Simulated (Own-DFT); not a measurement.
# Computed records: Hf₃₂O₆₃ (monoclinic hafnia with one neutral oxygen vacancy, atoms displaced), Hf₁₆O₃₁ (monoclinic hafnia with two neutral oxygen vacancies, atoms displaced), Hf₁₆O₃₁ (monoclinic hafnia with two neutral oxygen vacancies, strained, atoms displaced)

Computed with Own-DFT development build. A calculation, not a measurement: plane-wave PBE and HSE06 DFT by an unreviewed code, no spin, of a simulated cell at Gamma alone, so results move with cell size and shape, stress positive in tension, energies less offsets, not probed for a lower state with spin; hafnium file: forces about 75 meV/angstrom off all-electron values; oxygen file: force components 24 meV/angstrom off all-electron in a glass; k mesh not checked against a denser one; forces and stress are PBE's, HSE06 gives the energy alone, and its difference from PBE has offsets of its own; offsets are fitted by least squares, one for each functional and potential file, so energies compare only between cells with the same atoms and settings and are not formation energies; the far tail of each file's local potential was reset to the Coulomb form; each entry is a single point on an unrelaxed cell, so the pressure reflects the starting lattice, mostly measured values, from which strain is counted, and rises with the displacements; printed positions are rounded, which can move forces by about a meV/angstrom; the program is a retired in-house code; no spin-orbit coupling.

Settings shared by all entries: first functional PBE; second functional HSE06; exact exchange share 0.25; screening 0.11 1/bohr; exchange divergence Gygi-Baldereschi; potential files PseudoDojo norm-conserving, scalar-relativistic, made for PBE, standard set; wave cutoff 48 hartree; occupations fixed; k mesh 1 x 1 x 1 centred on Gamma.

(1) 
```cif
# cell vector a (Å): 10.2340 0.0000 0.0000
# cell vector b (Å): 0.0000 10.3500 0.0000
# cell vector c (Å): -1.6955 0.0000 10.4453
data_Hf32O63
_symmetry_space_group_name_H-M 'P 1'
_symmetry_Int_Tables_number 1
_cell_length_a 10.2340
_cell_length_b 10.3500
_cell_length_c 10.5820
_cell_angle_alpha 90.000
_cell_angle_beta 99.220
_cell_angle_gamma 90.000
_cell_volume 1106.39
loop_
_atom_site_label
_atom_site_type_symbol
_atom_site_fract_x
_atom_site_fract_y
_atom_site_fract_z
_atom_site_occupancy
Hf1 Hf 0.13685 0.01756 0.10155 1
Hf2 Hf 0.36373 0.27193 0.14455 1
Hf3 Hf 0.35934 0.47930 0.39478 1
Hf4 Hf 0.13703 0.23450 0.34955 1
O1 O 0.03477 0.16981 0.16857 1
O2 O 0.45844 0.41405 0.07289 1
O3 O 0.46472 0.33607 0.32899 1
O4 O 0.03973 0.08452 0.42574 1
O5 O 0.22646 0.38021 0.24069 1
O6 O 0.27320 0.13086 0.00950 1
O7 O 0.27531 0.12281 0.25469 1
O8 O 0.22271 0.36897 0.48760 1
Hf5 Hf 0.13994 0.02117 0.60049 1
Hf6 Hf 0.36005 0.27884 0.64738 1
Hf7 Hf 0.36895 0.47781 0.89792 1
Hf8 Hf 0.13633 0.23351 0.85704 1
O9 O 0.03879 0.16432 0.67067 1
O10 O 0.45936 0.41668 0.57714 1
O11 O 0.46702 0.33342 0.82605 1
O12 O 0.03401 0.08746 0.92541 1
O13 O 0.22555 0.38402 0.73768 1
O14 O 0.27370 0.13642 0.50713 1
O15 O 0.27511 0.12536 0.75995 1
O16 O 0.22161 0.37245 0.98701 1
Hf9 Hf 0.13829 0.51935 0.10370 1
Hf10 Hf 0.35918 0.77060 0.14314 1
Hf11 Hf 0.36277 0.97798 0.39092 1
Hf12 Hf 0.13908 0.72437 0.36180 1
O17 O 0.03900 0.66253 0.17646 1
O18 O 0.45963 0.91340 0.07441 1
O19 O 0.46440 0.83546 0.32511 1
O20 O 0.03839 0.57859 0.42284 1
O21 O 0.22295 0.87710 0.23558 1
O22 O 0.27718 0.62809 0.00893 1
O23 O 0.27577 0.62021 0.26011 1
Hf13 Hf 0.14305 0.52263 0.60968 1
Hf14 Hf 0.36014 0.76804 0.64862 1
Hf15 Hf 0.35924 0.97840 0.89611 1
Hf16 Hf 0.13401 0.73289 0.85755 1
O24 O 0.02899 0.66270 0.66930 1
O25 O 0.46397 0.91419 0.57678 1
O26 O 0.45950 0.83548 0.82452 1
O27 O 0.04288 0.58233 0.92532 1
O28 O 0.22843 0.88164 0.74260 1
O29 O 0.27589 0.62806 0.50702 1
O30 O 0.27445 0.61810 0.76512 1
O31 O 0.22083 0.87003 0.99459 1
Hf17 Hf 0.63966 0.01948 0.10259 1
Hf18 Hf 0.85773 0.27246 0.14621 1
Hf19 Hf 0.86370 0.48247 0.39362 1
Hf20 Hf 0.64167 0.22403 0.35416 1
O32 O 0.54043 0.16220 0.17261 1
O33 O 0.96529 0.41697 0.07756 1
O34 O 0.96945 0.33428 0.32642 1
O35 O 0.53614 0.08380 0.42058 1
O36 O 0.72111 0.37930 0.23582 1
O37 O 0.77244 0.13429 0.01237 1
O38 O 0.77633 0.11902 0.25963 1
O39 O 0.72554 0.37589 0.49029 1
Hf21 Hf 0.63989 0.01775 0.60519 1
Hf22 Hf 0.86273 0.26614 0.64944 1
Hf23 Hf 0.86054 0.48022 0.90472 1
Hf24 Hf 0.63934 0.23187 0.85250 1
O40 O 0.53810 0.16378 0.67159 1
O41 O 0.96402 0.41457 0.57720 1
O42 O 0.96423 0.33545 0.82710 1
O43 O 0.53644 0.08454 0.93360 1
O44 O 0.72757 0.37837 0.74328 1
O45 O 0.77545 0.13076 0.50909 1
O46 O 0.77976 0.12375 0.76243 1
O47 O 0.72326 0.37032 0.99403 1
Hf25 Hf 0.63929 0.51821 0.10458 1
Hf26 Hf 0.86082 0.76675 0.14897 1
Hf27 Hf 0.86089 0.97689 0.39758 1
Hf28 Hf 0.63599 0.72921 0.35490 1
O48 O 0.53283 0.66482 0.16822 1
O49 O 0.96497 0.91626 0.07341 1
O50 O 0.96565 0.83031 0.32364 1
O51 O 0.53770 0.58456 0.42812 1
O52 O 0.72404 0.87906 0.23422 1
O53 O 0.76985 0.63324 0.01229 1
O54 O 0.77426 0.62182 0.26188 1
O55 O 0.72606 0.86702 0.48904 1
Hf29 Hf 0.63229 0.51613 0.60234 1
Hf30 Hf 0.86561 0.77226 0.65253 1
Hf31 Hf 0.86322 0.98087 0.89212 1
Hf32 Hf 0.64169 0.73029 0.85960 1
O56 O 0.53928 0.66446 0.67491 1
O57 O 0.96306 0.91571 0.58048 1
O58 O 0.95755 0.83573 0.82630 1
O59 O 0.54178 0.58256 0.92864 1
O60 O 0.72410 0.87807 0.74032 1
O61 O 0.77619 0.62863 0.51607 1
O62 O 0.78404 0.61713 0.76337 1
O63 O 0.72215 0.87319 0.99022 1
_calc_PBE_energy_of_cell_above_offsets '-93.892'  # eV
_calc_HSE06_less_PBE_above_offsets '-0.086'  # eV
_calc_PBE_pressure 4.14  # GPa
_calc_PBE_stress_xx -3.69  # GPa
_calc_PBE_stress_yy -3.94  # GPa
_calc_PBE_stress_zz -4.8  # GPa
_calc_PBE_stress_yz 0.17  # GPa
_calc_PBE_stress_xz -0.2  # GPa
_calc_PBE_stress_xy 0.25  # GPa
```

Force:
```tsv
element	x (eV/Å)	y (eV/Å)	z (eV/Å)
Hf	-0.171	1.185	0.908
Hf	-0.367	-1.263	0.691
Hf	0.345	-0.234	-0.445
Hf	0.546	-1.375	0.274
O	-0.287	-0.098	0.044
O	1.373	0.52	0.541
O	0.6	-0.448	-0.353
O	-1.013	-0.669	-0.632
O	-0.059	-0.049	-0.463
O	0.255	-0.092	-0.073
O	0.117	-0.398	0.473
O	0.09	1.048	0.38
Hf	0.369	0.737	0.346
Hf	-0.341	-2.483	-0.692
Hf	-1.1	0.67	-0.309
Hf	0.315	-0.799	-0.586
O	-0.732	0.445	0.421
O	0.535	0.512	-0.001
O	0.105	0.196	0.153
O	-0.202	-0.23	-0.681
O	0.059	-0.566	0.535
O	0.413	-0.908	0.294
O	0.224	-0.204	0.284
O	0.236	0.053	0.181
Hf	0.664	0.341	0.398
Hf	0.128	-0.439	0.383
Hf	-0.536	0.595	0.368
Hf	0.387	0.617	-1.549
O	-0.845	0.34	-0.264
O	0.555	0.262	0.153
O	0.383	-0.406	0.005
O	-0.091	0.254	0.097
O	-0.147	0.023	1.073
O	0.101	0.283	0.208
O	0.147	0.045	0.314
Hf	-1.618	-0.789	-0.875
Hf	1.053	0.516	-0.221
Hf	0.588	1.017	0.161
Hf	0.762	-0.898	-0.311
O	1.056	0.401	0.888
O	-0.179	-0.058	-0.189
O	1.27	-0.64	0.595
O	-1.23	0.117	-0.411
O	-1.001	-0.417	-0.678
O	-0.062	0.514	0.996
O	0.002	0.928	-0.504
O	-0.144	-0.068	-1.172
Hf	-0.335	0.028	0.086
Hf	1.013	-0.868	0.155
Hf	-0.294	-0.811	1.625
Hf	-0.775	1.014	0.107
O	-1.112	1.053	0.417
O	-0.264	-0.012	0.277
O	-1.328	0.688	-0.181
O	-0.048	-0.356	0.326
O	0.264	-0.215	0.723
O	0.494	-0.421	-0.439
O	0.458	0.039	0.48
O	-0.225	-0.873	-0.465
Hf	-0.998	0.274	-0.457
Hf	0.73	1.546	-0.828
Hf	0.785	-0.113	-1.885
Hf	-0.284	-0.988	0.293
O	-0.268	0.366	0.295
O	0.609	0.164	0.101
O	0.026	0.111	0.419
O	-0.442	0.389	-1.789
O	-0.65	-0.2	0.115
O	0.161	-0.603	0.153
O	-0.148	-0.486	-0.127
O	-0.01	0.486	-0.468
Hf	-1	0.647	0.621
Hf	0.957	1.113	-0.271
Hf	0.933	0.101	-0.374
Hf	-0.055	-0.304	0.073
O	0.219	-0.101	0.614
O	-0.585	-0.606	0.181
O	-0.218	0.523	0.914
O	-0.729	0	-0.839
O	0.032	-0.544	1.016
O	0.95	-0.63	0.222
O	0.147	-0.012	-0.168
O	-0.186	0.651	-0.104
Hf	1.795	0.689	0.644
Hf	-1.324	-1.419	-1.891
Hf	-0.662	0.647	1.508
Hf	-0.59	0.052	-1.304
O	-0.597	0.338	0.387
O	0.716	0.538	-0.39
O	1.607	-0.638	0.719
O	-0.706	-0.112	-0.952
O	-0.393	0.352	0.045
O	0.084	0.031	-0.647
O	-0.717	0.555	0.763
O	0.412	-0.168	-0.463
```

(2) 
```cif
# cell vector a (Å): 10.2340 0.0000 0.0000
# cell vector b (Å): 0.0000 10.3500 0.0000
# cell vector c (Å): -1.6955 0.0000 10.4453
data_Hf16O31
_symmetry_space_group_name_H-M 'P 1'
_symmetry_Int_Tables_number 1
_cell_length_a 10.2340
_cell_length_b 10.3500
_cell_length_c 10.5820
_cell_angle_alpha 90.000
_cell_angle_beta 99.220
_cell_angle_gamma 90.000
_cell_volume 1106.39
loop_
_atom_site_label
_atom_site_type_symbol
_atom_site_fract_x
_atom_site_fract_y
_atom_site_fract_z
_atom_site_occupancy
Hf1 Hf 0.13092 0.02357 0.09982 1
Hf2 Hf 0.35017 0.25475 0.12498 1
Hf3 Hf 0.36144 0.49586 0.39740 1
Hf4 Hf 0.13250 0.21770 0.34373 1
O1 O 0.03426 0.17306 0.16154 1
O2 O 0.46183 0.41985 0.07117 1
O3 O 0.46130 0.34562 0.33194 1
O4 O 0.04228 0.08868 0.42553 1
O5 O 0.23770 0.38216 0.24664 1
O6 O 0.27456 0.11981 0.00555 1
O7 O 0.27341 0.12387 0.25484 1
O8 O 0.23710 0.37821 0.49731 1
Hf5 Hf 0.13950 0.03407 0.59721 1
Hf6 Hf 0.37208 0.28181 0.64083 1
Hf7 Hf 0.35661 0.48329 0.90607 1
Hf8 Hf 0.13344 0.22269 0.84645 1
O9 O 0.02330 0.16504 0.66907 1
O10 O 0.47338 0.33860 0.82143 1
O11 O 0.03377 0.07681 0.92314 1
O12 O 0.23716 0.37381 0.75642 1
O13 O 0.26526 0.12266 0.50940 1
O14 O 0.27432 0.10404 0.77151 1
O15 O 0.23553 0.38803 0.99125 1
Hf9 Hf 0.14469 0.52161 0.11240 1
Hf10 Hf 0.34927 0.77034 0.14535 1
Hf11 Hf 0.36194 0.98086 0.40282 1
Hf12 Hf 0.14593 0.72614 0.34958 1
O16 O 0.03805 0.66436 0.15611 1
O17 O 0.46246 0.90497 0.07509 1
O18 O 0.46637 0.84847 0.31716 1
O19 O 0.05635 0.58698 0.43338 1
O20 O 0.22080 0.86806 0.23707 1
O21 O 0.27701 0.62799 0.99632 1
O22 O 0.27399 0.62133 0.25886 1
O23 O 0.22901 0.87016 0.49444 1
Hf13 Hf 0.15010 0.52991 0.60512 1
Hf14 Hf 0.36511 0.77578 0.65699 1
Hf15 Hf 0.35950 0.98293 0.88629 1
Hf16 Hf 0.15078 0.72646 0.84582 1
O24 O 0.03163 0.66030 0.66023 1
O25 O 0.46621 0.92601 0.56275 1
O26 O 0.45703 0.83515 0.82210 1
O27 O 0.03724 0.58093 0.92562 1
O28 O 0.22696 0.89335 0.75504 1
O29 O 0.27172 0.63868 0.50475 1
O30 O 0.28857 0.61663 0.75308 1
O31 O 0.22170 0.86271 0.98431 1
Hf17 Hf 0.64554 0.02713 0.11227 1
Hf18 Hf 0.86488 0.26715 0.14348 1
Hf19 Hf 0.85055 0.48381 0.39380 1
Hf20 Hf 0.63555 0.23802 0.35381 1
O32 O 0.54405 0.17298 0.16629 1
O33 O 0.96824 0.41678 0.07604 1
O34 O 0.95684 0.34145 0.30800 1
O35 O 0.53042 0.08924 0.42700 1
O36 O 0.72496 0.38274 0.24877 1
O37 O 0.76693 0.12154 0.00276 1
O38 O 0.78776 0.11898 0.26535 1
O39 O 0.72528 0.37930 0.49965 1
Hf21 Hf 0.63507 0.02203 0.60685 1
Hf22 Hf 0.86284 0.25799 0.65122 1
Hf23 Hf 0.87495 0.47146 0.90749 1
Hf24 Hf 0.62908 0.22035 0.85751 1
O40 O 0.54288 0.16127 0.67001 1
O41 O 0.97374 0.42539 0.57431 1
O42 O 0.96257 0.32929 0.83019 1
O43 O 0.52739 0.08225 0.92542 1
O44 O 0.72573 0.38107 0.73638 1
O45 O 0.77364 0.13516 0.50253 1
O46 O 0.78176 0.12187 0.77395 1
O47 O 0.72012 0.36639 0.99201 1
Hf25 Hf 0.65309 0.51562 0.12184 1
Hf26 Hf 0.85568 0.78341 0.14397 1
Hf27 Hf 0.85825 0.98471 0.39575 1
Hf28 Hf 0.63627 0.73100 0.36319 1
O48 O 0.53782 0.66349 0.17630 1
O49 O 0.96636 0.91979 0.07930 1
O50 O 0.95405 0.83969 0.32612 1
O51 O 0.70857 0.88545 0.24021 1
O52 O 0.77210 0.62507 0.00745 1
O53 O 0.77663 0.61874 0.26664 1
O54 O 0.73950 0.87753 0.50471 1
Hf29 Hf 0.65070 0.51969 0.60766 1
Hf30 Hf 0.86406 0.78261 0.65314 1
Hf31 Hf 0.86023 0.97180 0.89639 1
Hf32 Hf 0.63632 0.73004 0.85441 1
O55 O 0.54392 0.66139 0.68233 1
O56 O 0.94670 0.91985 0.56954 1
O57 O 0.96643 0.83355 0.83438 1
O58 O 0.53882 0.59395 0.90972 1
O59 O 0.72170 0.87793 0.73615 1
O60 O 0.76131 0.62705 0.51160 1
O61 O 0.77396 0.61094 0.76224 1
O62 O 0.71368 0.86716 0.99448 1
_calc_PBE_energy_of_cell_above_offsets '-79.429'  # eV
_calc_HSE06_less_PBE_above_offsets '1.068'  # eV
_calc_PBE_pressure 7.89  # GPa
_calc_PBE_stress_xx -6.94  # GPa
_calc_PBE_stress_yy -8.13  # GPa
_calc_PBE_stress_zz -8.61  # GPa
_calc_PBE_stress_yz 0.65  # GPa
_calc_PBE_stress_xz 0.1  # GPa
_calc_PBE_stress_xy 0.2  # GPa
```

Force:
```tsv
element	x (eV/Å)	y (eV/Å)	z (eV/Å)
Hf	1.517	-2.394	-0.184
Hf	2.684	4.304	3.48
Hf	1.442	-2.28	0.665
Hf	1.332	4.711	0.554
O	0.72	-0.797	0.351
O	1.142	-1.01	1.425
O	1.9	-1.111	0.139
O	-2.447	-0.977	-0.979
O	-1.597	-0.748	-1.455
O	-0.958	0.702	-0.187
O	-0.236	-0.618	-0.211
O	0.255	-1.049	-0.208
Hf	-0.946	-3.68	2.176
Hf	0.302	1.042	0.687
Hf	4.975	0.415	-2.552
Hf	0.38	1.56	0.312
O	3.151	-1.374	0.882
O	-0.374	-0.326	-0.61
O	0.228	0.699	-0.427
O	-0.888	-0.605	-1.686
O	2.203	2.053	-0.141
O	-1.75	4.987	-3.802
O	-3.573	-4.255	1.164
Hf	-0.355	-0.942	-1.65
Hf	3.775	0.965	-1.489
Hf	0.609	-0.429	-2.425
Hf	-2.469	1.108	1.02
O	-1.445	1.706	1.885
O	0.177	1.076	0.024
O	0.021	-0.929	1.018
O	-2.659	-0.251	-2.927
O	-0.826	2.098	-0.018
O	-0.463	1.081	1.684
O	0.656	0.434	-0.316
O	-0.905	0.52	0.08
Hf	-1.293	-2.497	-0.359
Hf	1.203	-1.088	-2.398
Hf	1.221	-3.537	5.389
Hf	-2.378	-0.153	0.965
O	-0.073	2.164	2.005
O	-0.286	-2.136	2.995
O	1.441	0.295	0.34
O	1.119	0.625	-0.802
O	-1.516	-2.97	-3.585
O	2.224	0.214	0.602
O	-0.886	1.476	0.038
O	-0.56	0.755	0.853
Hf	-2.254	-2.061	-1.601
Hf	-1.787	1.269	-0.982
Hf	3.059	-0.904	3.188
Hf	-2.025	0.243	0.896
O	-1.22	0.877	0.685
O	0.337	-1.051	1.501
O	1.391	-0.49	1.775
O	0.697	0.997	-0.869
O	-0.179	-1.434	0.048
O	0.942	0.184	1.687
O	-0.516	1.663	-1.64
O	0.539	-1.445	-1.976
Hf	1.909	-0.872	-1.485
Hf	-2.947	4.648	-0.978
Hf	-2.626	2.428	-2.716
Hf	1.249	2.177	-0.305
O	-2.033	1.91	0.773
O	-1.019	-1.744	0.051
O	1.732	-1.54	-0.166
O	0.648	0.411	-0.079
O	0.245	-1.79	0.846
O	-0.296	0.043	0.956
O	0.172	-0.36	-1.543
O	0.594	-0.378	0.944
Hf	-2.985	1.941	-4.254
Hf	-0.006	-2.395	0.285
Hf	-0.501	-1.569	0.455
Hf	-1.33	0.347	-1.297
O	-0.139	-0.291	0.854
O	-0.914	-0.242	0.09
O	1.245	-0.884	-0.657
O	1.383	-0.607	0.723
O	0.822	0.551	1.964
O	0.4	1.613	-0.219
O	-2.934	-0.854	-2.561
Hf	-2.243	-0.412	1.82
Hf	0.031	-3.202	-0.171
Hf	-0.877	0.688	-0.051
Hf	0.882	-1.915	0.287
O	-2.02	1.355	-2.116
O	4.503	1.831	1.653
O	0.609	-0.618	-0.816
O	-2.107	-1.919	1.94
O	-0.204	0.823	1.115
O	1.369	1.609	-1.015
O	1.123	1.521	0.45
O	1.485	1.012	0.195
```

(3) 
```cif
# cell vector a (Å): 10.4105 -0.2034 -0.0653
# cell vector b (Å): -0.2057 10.2670 0.0199
# cell vector c (Å): -1.7914 0.0538 10.3127
data_Hf16O31
_symmetry_space_group_name_H-M 'P 1'
_symmetry_Int_Tables_number 1
_cell_length_a 10.4127
_cell_length_b 10.2691
_cell_length_c 10.4673
_cell_angle_alpha 89.400
_cell_angle_beta 100.218
_cell_angle_gamma 92.268
_cell_volume 1100.63
loop_
_atom_site_label
_atom_site_type_symbol
_atom_site_fract_x
_atom_site_fract_y
_atom_site_fract_z
_atom_site_occupancy
Hf1 Hf 0.15410 0.02907 0.09439 1
Hf2 Hf 0.36094 0.26956 0.13887 1
Hf3 Hf 0.37240 0.49495 0.40351 1
Hf4 Hf 0.14082 0.22283 0.35533 1
O1 O 0.02574 0.16576 0.17831 1
O2 O 0.45897 0.40585 0.08438 1
O3 O 0.45294 0.34008 0.31650 1
O4 O 0.03185 0.08354 0.42153 1
O5 O 0.22179 0.38322 0.24243 1
O6 O 0.27398 0.13966 0.99399 1
O7 O 0.27455 0.11687 0.26413 1
O8 O 0.22280 0.36734 0.47904 1
Hf5 Hf 0.13962 0.03650 0.61266 1
Hf6 Hf 0.35930 0.26343 0.65217 1
Hf7 Hf 0.35861 0.49045 0.89819 1
Hf8 Hf 0.14297 0.21656 0.85028 1
O9 O 0.03463 0.16731 0.66940 1
O10 O 0.45884 0.39397 0.56605 1
O11 O 0.45576 0.34469 0.82178 1
O12 O 0.02457 0.07884 0.93050 1
O13 O 0.21646 0.39130 0.73941 1
O14 O 0.27486 0.14177 0.51363 1
O15 O 0.28244 0.12128 0.75517 1
O16 O 0.21434 0.37624 0.99586 1
Hf9 Hf 0.14555 0.51566 0.10643 1
Hf10 Hf 0.37620 0.77320 0.14246 1
Hf11 Hf 0.36247 0.97507 0.39236 1
Hf12 Hf 0.13001 0.72067 0.35425 1
O17 O 0.03447 0.67779 0.18256 1
O18 O 0.44865 0.91132 0.06473 1
O19 O 0.45672 0.84301 0.33026 1
O20 O 0.03150 0.58822 0.42043 1
O21 O 0.21917 0.87267 0.22731 1
O22 O 0.28010 0.63468 0.01158 1
O23 O 0.27792 0.61579 0.25970 1
O24 O 0.24138 0.87035 0.49899 1
Hf13 Hf 0.13679 0.52212 0.60259 1
Hf14 Hf 0.36946 0.78856 0.64494 1
Hf15 Hf 0.35953 0.96564 0.89684 1
Hf16 Hf 0.12803 0.72286 0.84846 1
O25 O 0.04013 0.66619 0.68501 1
O26 O 0.47493 0.91605 0.58726 1
O27 O 0.46438 0.82857 0.83633 1
O28 O 0.04780 0.58822 0.93166 1
O29 O 0.23431 0.87851 0.73496 1
O30 O 0.27948 0.62449 0.49926 1
O31 O 0.28164 0.62483 0.75504 1
O32 O 0.22868 0.87074 0.98582 1
Hf17 Hf 0.63389 0.01101 0.10554 1
Hf18 Hf 0.86326 0.27073 0.14605 1
Hf19 Hf 0.87152 0.48844 0.40043 1
Hf20 Hf 0.62971 0.23645 0.35382 1
O33 O 0.54162 0.14990 0.17206 1
O34 O 0.96028 0.41280 0.07181 1
O35 O 0.96638 0.33407 0.32910 1
O36 O 0.52965 0.07676 0.41916 1
O37 O 0.72269 0.37789 0.23314 1
O38 O 0.78171 0.12391 0.00602 1
O39 O 0.78292 0.11672 0.25449 1
O40 O 0.73121 0.37512 0.50801 1
Hf21 Hf 0.64574 0.02339 0.60270 1
Hf22 Hf 0.86669 0.27764 0.63755 1
Hf23 Hf 0.86212 0.48369 0.89433 1
Hf24 Hf 0.64424 0.24075 0.86518 1
O41 O 0.53029 0.16521 0.66721 1
O42 O 0.95104 0.41897 0.58528 1
O43 O 0.96340 0.32531 0.84279 1
O44 O 0.53973 0.09157 0.93157 1
O45 O 0.72881 0.37285 0.74977 1
O46 O 0.79195 0.14140 0.51619 1
O47 O 0.77776 0.11079 0.75915 1
O48 O 0.72360 0.35886 0.98119 1
Hf25 Hf 0.63658 0.52337 0.10367 1
Hf26 Hf 0.85077 0.76924 0.14363 1
Hf27 Hf 0.86170 0.98868 0.38961 1
Hf28 Hf 0.62034 0.71909 0.33992 1
O49 O 0.53487 0.67609 0.17785 1
O50 O 0.95336 0.92524 0.08764 1
O51 O 0.96759 0.83339 0.32274 1
O52 O 0.53206 0.60226 0.41033 1
O53 O 0.72334 0.87134 0.24492 1
O54 O 0.78310 0.62949 0.01593 1
O55 O 0.77034 0.62266 0.25694 1
Hf29 Hf 0.64558 0.51105 0.61271 1
Hf30 Hf 0.86200 0.76961 0.64072 1
Hf31 Hf 0.87315 0.97947 0.89921 1
Hf32 Hf 0.64070 0.73194 0.85926 1
O56 O 0.53084 0.65593 0.68174 1
O57 O 0.96134 0.84056 0.82878 1
O58 O 0.54682 0.58415 0.91642 1
O59 O 0.72867 0.88792 0.74970 1
O60 O 0.77700 0.63060 0.51154 1
O61 O 0.76689 0.61280 0.75255 1
O62 O 0.73682 0.87161 0.99499 1
_calc_PBE_energy_of_cell_above_offsets '-74.685'  # eV
_calc_HSE06_less_PBE_above_offsets '1.043'  # eV
_calc_PBE_pressure 11.51  # GPa
_calc_PBE_stress_xx -6.72  # GPa
_calc_PBE_stress_yy -13.09  # GPa
_calc_PBE_stress_zz -14.73  # GPa
_calc_PBE_stress_yz 1.92  # GPa
_calc_PBE_stress_xz -1.26  # GPa
_calc_PBE_stress_xy -9.09  # GPa
```

Force:
```tsv
element	x (eV/Å)	y (eV/Å)	z (eV/Å)
Hf	-4.393	-3.199	3.281
Hf	-1.64	-0.353	2.558
Hf	-3.51	-3.416	-1.26
Hf	-0.191	1.747	-1.15
O	2.065	-0.571	-0.866
O	3.113	3.671	-1.903
O	2.603	-1.145	0.881
O	0.617	-0.432	1.594
O	0.406	-1.368	-0.68
O	0.682	-1.454	0.935
O	0.268	0.532	-1.41
O	-1.159	1.733	1.934
Hf	0.479	-3.378	-2.934
Hf	1.98	2.234	-0.991
Hf	-0.158	-0.907	-1.732
Hf	-2.861	4.004	-0.134
O	0.2	0.315	0.738
O	2.933	2.825	0.02
O	0.62	0.236	1.856
O	6.08	3.733	-0.503
O	-0.241	-1.544	0.552
O	-0.747	-2.815	-1.272
O	-1.479	-0.696	2.062
O	1.238	-0.895	-1.157
Hf	-1.112	0.896	1.583
Hf	-7.134	-1.623	1.822
Hf	-2.338	0.739	0.856
Hf	2.818	4.761	-1.954
O	0.092	-2.476	-2.31
O	4.256	2.303	1.719
O	2.246	-2.303	-1.282
O	-0.947	-1.885	2.306
O	1.029	0.939	0.236
O	0.832	-0.827	-0.368
O	-0.094	1.101	-0.729
O	-1.422	0.471	-1.638
Hf	2.358	-0.477	0.644
Hf	-1.092	-4.709	0.999
Hf	1.269	2.536	-3.467
Hf	2.637	3.351	1.954
O	-1.53	-1.015	-3.915
O	1.932	1.827	-1.196
O	0.948	0.013	0.291
O	-2.779	-1.621	-0.346
O	-1.196	0.864	0.493
O	-1.057	0.619	1.777
O	-0.933	-0.201	0.441
O	-1.752	0.533	-0.173
Hf	2.721	1.378	-0.972
Hf	0.503	-1.659	0.089
Hf	-2.327	-2.2	-1.96
Hf	-0.356	-0.862	-0.499
O	-1.869	2.008	1.193
O	0.731	1.573	0.378
O	-0.895	1.158	0.974
O	2.24	2.026	0.033
O	-0.609	0.229	0.642
O	-0.941	0.846	0.839
O	-1.699	0.809	0.428
O	-1.801	0.307	-3.045
Hf	0.379	0.615	1.887
Hf	-2.932	-4.216	5.905
Hf	1.589	-2.073	0.711
Hf	-2.114	-6.669	-5.032
O	0.496	-0.08	0.364
O	5.054	5.033	-1.502
O	0.665	0.41	-1.222
O	-1.482	-1.108	-0.254
O	0.249	1.062	-1.521
O	-1.635	-1.854	-2.906
O	-0.382	2.217	-0.365
O	0.89	5.68	4.805
Hf	0.688	-1.296	0.148
Hf	3.559	2.59	2.437
Hf	0.454	-2.758	0.456
Hf	8.002	8.17	3.63
O	0.167	-3.037	-5.483
O	2.198	-0.047	-0.12
O	-1.053	0.992	1.882
O	-3.471	-6.057	4.774
O	-0.502	0.815	-0.59
O	-0.82	-1.828	-1.684
O	-0.725	-1.178	0.447
Hf	-2.159	0.454	-0.101
Hf	-0.234	2.08	0.894
Hf	-5.563	-0.492	-0.019
Hf	0.864	1.664	-2.595
O	0.571	0.047	-1.155
O	2.155	-2.659	-1.206
O	-2.003	-2.016	2.514
O	-0.534	-2.663	-2.038
O	-0.181	-0.308	-0.444
O	0.993	1.144	1.549
O	-2.825	-0.912	-0.433
```
